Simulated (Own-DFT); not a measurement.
Simulation results for Al3GaAs4 (zincblende random alloy, atoms displaced), Al3GaN4 (wurtzite random alloy, strained, atoms displaced)

Computed with Own-DFT development build. A calculation, not a measurement: plane-wave PBE density functional theory by an unreviewed code, no spin, of a simulated periodic cell, stress positive in tension, free energy of the whole cell less one offset for each atom, forces on such cells passed a denser k mesh, this cell's mesh not checked; offsets are fitted by least squares, one for each functional and potential file, so energies compare only between cells with the same atoms and settings and are not formation energies; the far tail of each file's local potential was reset to the Coulomb form; each entry is a single point on an unrelaxed cell, so the pressure reflects the starting lattice, mostly measured values, from which strain is counted, and rises with the displacements; printed positions are rounded, which can move forces by about a meV/angstrom; the program is a retired in-house code; no spin-orbit coupling.

Settings shared by all entries: functional PBE; potential files PseudoDojo norm-conserving, scalar-relativistic, standard set; wave cutoff 42 hartree; occupations Fermi-Dirac; smearing width 0.1 eV.

(1) Al3GaAs4 (zincblende random alloy, atoms displaced)

```
CELL_PARAMETERS angstrom
11.31830 0.00000 0.00000
0.00000 11.31830 0.00000
0.00000 0.00000 11.31830
ATOMIC_POSITIONS crystal
Al 0.99302 0.00330 0.99749
Al 0.99823 0.23665 0.23997
Al 0.25274 0.00204 0.24945
Al 0.25416 0.25674 0.99385
As 0.12612 0.12310 0.12510
As 0.13661 0.37147 0.37254
As 0.37069 0.12345 0.36682
As 0.37001 0.36993 0.12159
Al 0.00322 0.00554 0.50796
Al 0.99555 0.24102 0.74626
Al 0.26285 0.00315 0.73899
Al 0.24232 0.24489 0.47940
As 0.12755 0.13381 0.62293
As 0.12422 0.37165 0.88490
As 0.38040 0.11895 0.86724
As 0.38328 0.35568 0.63675
Al 0.00346 0.49013 0.98890
Al 0.99594 0.74617 0.24540
Ga 0.25239 0.49880 0.24799
Al 0.25765 0.74911 0.99688
As 0.11974 0.61690 0.12899
As 0.11890 0.88135 0.37937
As 0.38379 0.63009 0.38335
As 0.38104 0.87544 0.12856
Al 0.00163 0.49048 0.49830
Ga 0.99392 0.74061 0.73326
Al 0.24720 0.49740 0.75779
Ga 0.24337 0.75337 0.49640
As 0.11589 0.62163 0.62014
As 0.12372 0.87374 0.87392
As 0.36679 0.62651 0.88284
As 0.37454 0.88751 0.61609
Al 0.50362 0.00310 0.99142
Al 0.50478 0.24702 0.24876
Al 0.74467 0.00567 0.23298
Al 0.75017 0.25863 0.99094
As 0.61604 0.12079 0.12599
As 0.61780 0.37226 0.38098
As 0.87662 0.11964 0.36384
As 0.86805 0.37900 0.11640
Ga 0.50273 0.00652 0.49181
Ga 0.50953 0.25176 0.75423
Al 0.73503 0.00747 0.74874
Al 0.74898 0.24393 0.51102
As 0.61962 0.13082 0.61382
As 0.62032 0.38276 0.86670
As 0.87893 0.11094 0.87991
As 0.86404 0.37360 0.60763
Al 0.48683 0.50097 0.01143
Al 0.50779 0.75096 0.25188
Ga 0.74969 0.51009 0.25098
Al 0.74888 0.74776 0.00012
As 0.63456 0.62610 0.12523
As 0.62679 0.89240 0.39172
As 0.86631 0.61795 0.37416
As 0.88892 0.86280 0.12329
Ga 0.50951 0.49788 0.50551
Al 0.51183 0.74665 0.74085
Al 0.74334 0.49226 0.74256
Ga 0.76061 0.74374 0.49436
As 0.62558 0.63396 0.61642
As 0.62950 0.87865 0.88263
As 0.86850 0.62486 0.87495
As 0.87973 0.87237 0.62804
```

- k mesh: 3 x 3 x 3 centred on Gamma
- free energy of cell above offsets: -14.455 eV
- pressure: 4.05 GPa
- stress xx: -4.11 GPa
- stress yy: -4.11 GPa
- stress zz: -3.92 GPa
- stress yz: -0.45 GPa
- stress xz: 0.02 GPa
- stress xy: 1.13 GPa

Force:
```
element  x (eV/Å)  y (eV/Å)  z (eV/Å)
     Al     2.156    -1.728     1.218
     Al    -0.195     1.735     0.383
     Al    -0.639     -1.06    -0.349
     Al    -0.012    -1.912     0.165
     As     0.623    -0.149    -1.188
     As    -2.241     0.931    -1.223
     As     0.899     0.401     0.203
     As     0.747    -0.134     1.046
     Al    -0.642    -0.186    -0.446
     Al    -0.265     0.888     0.414
     Al    -1.896    -0.088     0.983
     Al     1.603    -0.453     2.308
     As     0.372    -0.412      0.02
     As     0.001    -0.792    -2.335
     As    -0.174     1.086     0.602
     As    -1.862     1.908    -1.757
     Al    -1.399      1.71     1.396
     Al     1.012     -0.67     1.706
     Ga     0.451     0.732     0.495
     Al    -1.673     1.175     1.452
     As     0.464     0.367    -0.897
     As     0.095    -0.428     -0.91
     As    -0.538    -0.634    -0.599
     As    -0.094    -0.013    -0.526
     Al     0.099     0.194    -0.821
     Ga     0.243     0.402     2.188
     Al     0.235    -0.325    -0.826
     Ga     0.353    -0.024     0.133
     As     1.448    -0.774    -0.061
     As     0.284     0.122     -0.66
     As     1.699    -0.623    -1.678
     As     0.953    -1.757    -0.097
     Al    -0.893    -0.508     0.925
     Al    -0.859     0.543     0.284
     Al     1.103     -1.54      1.37
     Al    -0.446     -0.86     0.126
     As     0.551     1.213    -1.524
     As     1.293    -0.224    -0.804
     As    -0.589     0.097     1.145
     As     0.703    -0.228     0.917
     Ga    -1.772     0.713     0.734
     Ga    -0.039    -1.164     0.246
     Al     1.059    -0.649    -0.316
     Al     0.129    -0.316    -3.044
     As    -0.277    -0.731     1.659
     As    -0.067    -0.002      1.65
     As    -1.995     2.158    -1.732
     As     1.446     0.371     2.169
     Al     1.127     0.462    -0.758
     Al      0.19     0.614     0.619
     Ga    -0.639    -2.136    -0.248
     Al     0.826     0.454    -0.013
     As    -1.666     0.012    -0.212
     As     1.782    -2.183    -2.665
     As     2.238     0.282       0.1
     As    -2.094     1.551    -0.858
     Ga    -1.529    -0.236     0.446
     Al    -1.657     1.282     1.278
     Al     0.679     1.389    -0.235
     Ga     -0.64     1.701     0.637
     As     1.062    -1.137     0.233
     As    -0.268    -0.726    -1.029
     As     0.462    -0.843    -0.832
     As    -1.325     1.153    -0.608
```

(2) Al3GaAs4 (zincblende random alloy, atoms displaced)

```
CELL_PARAMETERS angstrom
11.31830 0.00000 0.00000
0.00000 11.31830 0.00000
0.00000 0.00000 11.31830
ATOMIC_POSITIONS crystal
Al 0.00284 0.00432 0.00807
Al 0.98741 0.24371 0.25328
Ga 0.23679 0.00213 0.24796
Al 0.24701 0.25347 0.00646
As 0.13381 0.13299 0.14067
As 0.11687 0.38228 0.37766
As 0.37263 0.13090 0.38492
As 0.36709 0.37330 0.12694
Ga 0.99644 0.00538 0.51070
Al 0.99268 0.24765 0.74014
Al 0.24451 0.00072 0.75479
Al 0.24935 0.24948 0.49740
As 0.13229 0.12475 0.63050
As 0.12671 0.38089 0.87798
As 0.36538 0.13192 0.86944
As 0.37977 0.37216 0.62741
Al 0.00346 0.48765 0.00961
Al 0.99989 0.74600 0.24680
Al 0.25911 0.50934 0.25491
Al 0.25208 0.74008 0.99653
As 0.12357 0.62941 0.12347
As 0.13051 0.87556 0.37168
As 0.37145 0.62486 0.37749
As 0.37907 0.86835 0.13507
Al 0.00962 0.49666 0.50623
Al 0.99821 0.74203 0.75565
Al 0.24765 0.50242 0.74224
Ga 0.24179 0.74993 0.50226
As 0.13755 0.62728 0.60991
As 0.13083 0.87043 0.86360
As 0.37672 0.62092 0.87215
As 0.37150 0.87758 0.61497
Ga 0.49015 0.99798 0.00230
Ga 0.49868 0.24329 0.25203
Al 0.75207 0.99650 0.25398
Al 0.74341 0.24739 0.99810
As 0.61697 0.13005 0.12969
As 0.62067 0.37612 0.36526
As 0.88539 0.12447 0.38794
As 0.86759 0.37238 0.12563
Al 0.50884 0.00301 0.50914
Al 0.49530 0.24300 0.75689
Al 0.74956 0.00655 0.75526
Al 0.75162 0.24620 0.50768
As 0.63014 0.11905 0.62452
As 0.63780 0.37654 0.87314
As 0.87483 0.12660 0.87768
As 0.88132 0.37921 0.62120
Al 0.49689 0.50499 0.00522
Ga 0.51204 0.74428 0.24452
Al 0.76295 0.50221 0.23487
Al 0.74598 0.74899 0.99212
As 0.62927 0.61969 0.11969
As 0.62107 0.86140 0.37949
As 0.86787 0.62782 0.37058
As 0.87782 0.88727 0.13208
Ga 0.50360 0.47943 0.51200
Al 0.49931 0.75200 0.75017
Ga 0.75545 0.49750 0.74783
Al 0.76808 0.75399 0.49940
As 0.62448 0.62976 0.63138
As 0.62777 0.87304 0.88572
As 0.87917 0.63280 0.87738
As 0.87524 0.87377 0.63173
```

* k mesh: 3 x 3 x 3 centred on Gamma
* free energy of cell above offsets: -15.748 eV
* pressure: 3.76 GPa
* stress xx: -3.65 GPa
* stress yy: -3.87 GPa
* stress zz: -3.75 GPa
* stress yz: 0.4 GPa
* stress xz: 0.85 GPa
* stress xy: -0.17 GPa

Force:
```
element  x (eV/Å)  y (eV/Å)  z (eV/Å)
     Al     0.752    -0.052    -0.615
     Al     0.945     1.113     0.186
     Ga     2.462    -0.884     1.145
     Al     -0.06     0.023    -0.723
     As    -1.725     0.593     -1.82
     As     1.036    -1.151    -1.209
     As     0.605    -1.414    -0.858
     As     1.046     0.508     0.291
     Ga     1.367    -1.192     0.089
     Al     0.929     0.152     1.124
     Al       1.1    -0.326    -0.896
     Al    -0.601     1.025     0.463
     As    -0.696     0.475    -0.447
     As    -0.342    -0.854    -0.924
     As    -0.051    -0.901     1.415
     As    -1.367    -1.033     0.876
     Al    -0.246     1.279    -0.412
     Al    -0.075     0.828     0.504
     Al    -1.444      -0.8    -0.576
     Al     0.191      1.01     0.117
     As     0.188    -0.943     0.126
     As    -1.639    -0.243     0.725
     As     1.606     0.384     0.844
     As    -1.048     0.357     -0.82
     Al    -0.992     1.159    -0.763
     Al     1.082     0.625    -1.402
     Al     0.525    -0.254     0.494
     Ga     1.964     1.533    -1.957
     As    -2.279    -1.048     2.591
     As    -0.785    -0.142     1.821
     As    -0.047     0.065    -0.261
     As     0.225     0.104     1.355
     Ga     0.138     0.263     0.052
     Ga    -0.983     0.857     0.413
     Al    -0.937      0.64     0.897
     Al     0.115    -0.178     0.383
     As     0.999    -1.226    -0.668
     As     1.353    -0.104     0.535
     As    -1.862    -0.077    -0.705
     As      1.04    -1.471    -0.789
     Al    -1.065    -0.831    -1.547
     Al     1.369     0.927    -0.628
     Al     0.059    -1.142     0.358
     Al    -0.167     0.912    -1.151
     As    -0.165     1.033     1.086
     As    -1.764    -0.112     0.202
     As     0.428     0.076     0.153
     As    -0.778    -0.208      0.13
     Al     0.005    -1.235    -0.634
     Ga    -0.833    -0.486     0.722
     Al    -1.644     0.435     1.817
     Al     1.087     0.066     1.438
     As     0.328     0.402    -0.098
     As     0.914     1.352     0.267
     As     1.439    -0.896     0.181
     As    -0.087    -1.471      -0.9
     Ga     0.739     2.126    -1.254
     Al    -0.268     0.551     0.119
     Ga     0.024     0.996    -0.011
     Al    -1.837    -0.272     0.341
     As     0.756    -0.589    -0.937
     As    -1.093     1.196    -1.495
     As    -0.287    -1.938     0.765
     As     0.354     0.408     0.478
```

(3) Al3GaAs4 (zincblende random alloy, atoms displaced)

```
CELL_PARAMETERS angstrom
11.31830 0.00000 0.00000
0.00000 11.31830 0.00000
0.00000 0.00000 11.31830
ATOMIC_POSITIONS crystal
Ga 0.99403 0.00520 0.00671
Al 0.00573 0.25459 0.25205
Al 0.25349 0.00210 0.24427
Al 0.24878 0.23762 0.98622
As 0.11743 0.12993 0.13279
As 0.12853 0.36847 0.37416
As 0.37708 0.13453 0.37874
As 0.37234 0.37703 0.12826
Al 0.99895 0.00327 0.48428
Al 0.00981 0.25453 0.75494
Al 0.26062 0.98923 0.75343
Al 0.23917 0.26419 0.49865
As 0.12651 0.12759 0.63280
As 0.12255 0.36840 0.86567
As 0.37062 0.11429 0.87857
As 0.37207 0.38040 0.63119
Al 0.01175 0.49049 0.99882
Al 0.99719 0.75551 0.25548
Al 0.25951 0.50690 0.25237
Ga 0.25216 0.74941 0.98842
As 0.13126 0.62074 0.12397
As 0.11708 0.86940 0.37617
As 0.36894 0.62255 0.38087
As 0.36899 0.87342 0.13099
Al 0.00717 0.50099 0.50152
Ga 0.00357 0.74452 0.75731
Al 0.25898 0.48964 0.76018
Ga 0.26089 0.73744 0.49981
As 0.13153 0.61898 0.62219
As 0.12922 0.88442 0.89320
As 0.37188 0.62207 0.88049
As 0.36931 0.86759 0.62396
Ga 0.49223 0.01224 0.99755
Al 0.51530 0.25499 0.25464
Al 0.74272 0.99800 0.24388
Al 0.75943 0.24378 0.99035
As 0.63085 0.11754 0.13978
As 0.61914 0.37572 0.37479
As 0.86896 0.12229 0.37258
As 0.87402 0.38221 0.12445
Al 0.49747 0.00215 0.50463
Al 0.48828 0.25286 0.75746
Ga 0.74974 0.00906 0.74737
Ga 0.74769 0.24877 0.49194
As 0.61980 0.10859 0.61677
As 0.61875 0.36799 0.87299
As 0.86838 0.12923 0.86752
As 0.86896 0.37469 0.63172
Al 0.50128 0.50423 0.99867
Al 0.50084 0.75357 0.25020
Al 0.74446 0.49602 0.23648
Al 0.75156 0.76272 0.00155
As 0.62395 0.62740 0.10798
As 0.61492 0.87536 0.37972
As 0.87523 0.63102 0.36824
As 0.87110 0.86770 0.13052
Ga 0.48419 0.50285 0.50277
Al 0.49817 0.74413 0.74610
Al 0.75233 0.49624 0.74357
Al 0.73183 0.75207 0.51601
As 0.62765 0.62135 0.62190
As 0.63915 0.87985 0.88802
As 0.87775 0.63248 0.88823
As 0.88165 0.87448 0.61955
```

* k mesh: 3 x 3 x 3 centred on Gamma
* free energy of cell above offsets: -14.278 eV
* pressure: 4.14 GPa
* stress xx: -4.13 GPa
* stress yy: -4.26 GPa
* stress zz: -4.04 GPa
* stress yz: -1.05 GPa
* stress xz: -0.88 GPa
* stress xy: 0.89 GPa

Force:
```
element  x (eV/Å)  y (eV/Å)  z (eV/Å)
     Ga    -0.575     0.033     0.126
     Al    -1.686     0.066     0.106
     Al    -0.719      0.32      1.39
     Al    -0.784      1.19     1.877
     As     0.993    -0.408     -1.11
     As    -0.773      2.27    -0.854
     As     -0.35    -0.186    -0.103
     As     0.705    -0.796     -0.75
     Al     0.226      0.01      1.65
     Al    -2.245    -1.423    -1.632
     Al    -1.681     0.244    -0.292
     Al      1.57    -1.978     1.514
     As     0.334    -0.709    -0.812
     As     1.536     0.989     1.749
     As     0.153     1.096    -1.522
     As     0.145    -1.158    -0.671
     Al    -0.639     0.947     0.358
     Al     0.428    -1.086    -0.995
     Al    -1.239    -0.987    -0.505
     Ga    -0.269     0.005     1.808
     As    -0.331     0.648     0.164
     As     2.086     0.571     0.018
     As     1.731     0.277    -1.586
     As     0.687    -0.183    -1.192
     Al    -1.224    -0.241    -0.627
     Ga       0.3     0.726    -0.406
     Al    -1.111     1.382    -0.395
     Ga    -2.187     1.444     0.642
     As     0.258     0.031     1.348
     As    -0.612    -0.207    -1.718
     As     0.777     0.068    -1.011
     As     0.993     0.217    -0.062
     Ga     1.801    -1.831     1.939
     Al    -1.895    -0.941    -1.003
     Al     1.389    -1.755     1.906
     Al    -1.383     1.007      1.84
     As    -1.394     2.088    -2.759
     As     0.905     1.578     0.893
     As     0.273     0.529    -0.916
     As     0.709    -1.447    -0.678
     Al    -1.692     -0.98    -1.292
     Al     0.646    -1.101    -0.985
     Ga     0.215    -1.549    -0.432
     Ga    -0.206    -0.009     0.902
     As      0.63     2.716     1.517
     As     0.728     0.666     0.328
     As     1.998    -0.498     -0.12
     As     1.384    -0.827    -1.311
     Al    -0.536    -1.217     0.045
     Al     -0.06    -0.728    -0.219
     Al    -0.191     1.233      1.18
     Al     0.544    -1.587     0.489
     As     0.195     0.551     1.497
     As     0.648     0.015    -0.115
     As    -1.113    -1.005     1.059
     As     0.522     1.227     0.111
     Ga      1.51    -0.389     0.136
     Al     0.593     0.352     0.855
     Al     -0.52     0.898     1.715
     Al     2.179     1.095    -1.953
     As    -1.501    -1.173      1.08
     As    -2.375      1.08     -2.07
     As    -0.107    -1.317    -0.769
     As    -0.394     0.148     0.623
```

(4) Al3GaN4 (wurtzite random alloy, strained, atoms displaced)

```
CELL_PARAMETERS angstrom
9.46420 0.00000 0.00000
-4.73210 8.19620 0.00000
0.00000 0.00000 10.06550
ATOMIC_POSITIONS crystal
Al 0.11531 0.22342 0.99686
Al 0.22625 0.11995 0.24244
N 0.09567 0.21460 0.19039
N 0.21150 0.09773 0.44084
Al 0.10948 0.22689 0.51401
Al 0.22405 0.10838 0.75654
N 0.11898 0.21882 0.69396
N 0.21870 0.10671 0.93955
Al 0.10659 0.55521 0.99415
Al 0.22280 0.44739 0.25139
N 0.10003 0.54891 0.18833
N 0.23187 0.45405 0.44215
Al 0.10771 0.55893 0.49389
Al 0.21919 0.45528 0.74627
N 0.09741 0.55345 0.69098
N 0.22348 0.45787 0.94173
Al 0.11880 0.89409 0.00443
Ga 0.22001 0.77952 0.24951
N 0.11308 0.89377 0.18944
N 0.22002 0.78183 0.43744
Ga 0.11252 0.88539 0.50013
Al 0.21690 0.77601 0.74574
N 0.11281 0.88773 0.68787
N 0.21947 0.77026 0.94627
Al 0.44677 0.21910 0.00196
Al 0.56090 0.11751 0.23868
N 0.44293 0.22589 0.19270
N 0.55927 0.11533 0.44357
Ga 0.43230 0.22541 0.50266
Ga 0.55451 0.10756 0.75018
N 0.44545 0.22501 0.69972
N 0.55541 0.10754 0.93541
Al 0.46193 0.56159 0.99316
Al 0.54249 0.43068 0.25149
N 0.44469 0.55849 0.19306
N 0.54352 0.43393 0.43982
Al 0.44357 0.54484 0.49894
Al 0.56969 0.45614 0.74944
N 0.45173 0.55235 0.68769
N 0.56206 0.44913 0.93128
Al 0.43758 0.87461 0.00439
Al 0.55747 0.77985 0.25363
N 0.44716 0.88586 0.18385
N 0.54253 0.77907 0.44616
Al 0.44346 0.89208 0.49615
Ga 0.54845 0.76616 0.75046
N 0.44058 0.88891 0.68628
N 0.55889 0.78031 0.94206
Al 0.76844 0.22061 0.99885
Al 0.89840 0.11603 0.24967
N 0.77996 0.23190 0.18875
N 0.88966 0.11330 0.43408
Al 0.77093 0.21939 0.50037
Ga 0.88984 0.11787 0.74723
N 0.78137 0.21774 0.69216
N 0.89201 0.11184 0.94446
Ga 0.77895 0.55839 0.99977
Ga 0.89295 0.44002 0.25118
N 0.76624 0.55485 0.18800
N 0.88463 0.44522 0.43356
Al 0.77753 0.54424 0.50021
Al 0.89069 0.44151 0.74242
N 0.77015 0.54358 0.68661
N 0.89455 0.44486 0.95089
Al 0.78830 0.89618 0.00730
Al 0.87570 0.76681 0.24686
N 0.78144 0.88489 0.19060
N 0.88200 0.77443 0.43761
Al 0.77809 0.88135 0.49571
Ga 0.89211 0.78359 0.74758
N 0.77745 0.88995 0.68592
N 0.88189 0.75883 0.94416
```

* k mesh: 4 x 4 x 3 centred on Gamma
* free energy of cell above offsets: -16.890 eV
* pressure: 3.66 GPa
* stress xx: -3.18 GPa
* stress yy: -2.61 GPa
* stress zz: -5.2 GPa
* stress yz: 0.38 GPa
* stress xz: 0.72 GPa
* stress xy: -0.2 GPa

Force:
```
element  x (eV/Å)  y (eV/Å)  z (eV/Å)
     Al    -1.118     0.941     0.159
     Al    -1.311    -1.767     1.597
      N     3.801     2.595    -1.218
      N    -1.027     2.916    -1.141
     Al      0.38     -0.91    -2.782
     Al     0.442     0.256    -1.167
      N     -0.66     1.496     0.593
      N     0.574     0.673     1.079
     Al      0.53      -0.1     1.646
     Al    -0.357    -0.119    -0.728
      N     2.737     1.247    -0.297
      N    -1.649    -1.459     0.298
     Al     0.508    -0.077       0.1
     Al     1.623    -1.078     0.848
      N     2.113     0.967    -1.452
      N     1.866     -1.39     -0.87
     Al    -0.574    -1.865    -0.451
     Ga     0.206    -0.422     -0.85
      N    -0.996      0.23    -0.022
      N     1.683    -1.373     0.854
     Ga    -1.707    -0.179    -0.435
     Al      0.69     0.335     1.074
      N     0.355      0.62     1.459
      N    -0.426     1.524    -1.418
     Al    -0.292     0.746    -1.386
     Al      0.02    -0.962     1.839
      N     0.504    -1.495    -1.501
      N    -0.825     -0.59    -1.357
     Ga     1.202    -2.244     0.905
     Ga    -0.304      0.17    -0.875
      N    -0.621     0.364    -0.303
      N    -0.674    -0.457     2.694
     Al    -1.946     -0.38     1.161
     Al     0.486     3.211     0.061
      N      0.21    -0.753    -0.517
      N     1.263      2.09    -0.722
     Al    -0.517     2.235     0.208
     Al    -1.569    -2.406         0
      N    -1.511    -1.135    -0.235
      N    -0.875    -1.642     1.248
     Al     0.219     0.822    -1.611
     Al     0.043    -0.283     0.014
      N     0.108     1.176      1.47
      N     2.496    -0.918    -1.105
     Al    -0.477     0.512     0.508
     Ga     0.099     2.083    -0.352
      N    -0.558    -1.328    -0.001
      N     0.697     0.173     0.578
     Al     1.794     0.595     0.077
     Al     -2.89    -1.727      0.42
      N     0.232    -3.213    -0.787
      N    -0.047     0.127     1.629
     Al     1.137    -0.056    -0.468
     Ga     1.812     -1.91     1.253
      N    -1.758      2.04    -1.492
      N    -0.296     0.188     0.155
     Ga      0.69    -3.217     1.045
     Ga    -2.292      1.18    -1.091
      N      0.08    -1.029     1.529
      N     1.165    -0.619     2.785
     Al    -1.882     1.276    -0.635
     Al    -1.974     -0.73     2.178
      N     2.054     1.065     -0.63
      N    -1.047    -1.459      -2.6
     Al    -0.392    -1.148    -1.358
     Al     1.409     0.845     0.556
      N    -1.359      1.02     0.639
      N     0.506    -1.568    -0.074
     Al     -1.61     1.142      0.21
     Ga    -0.307     -1.02     0.581
      N    -0.025     -0.08    -0.346
      N      0.14     6.247    -1.176
```
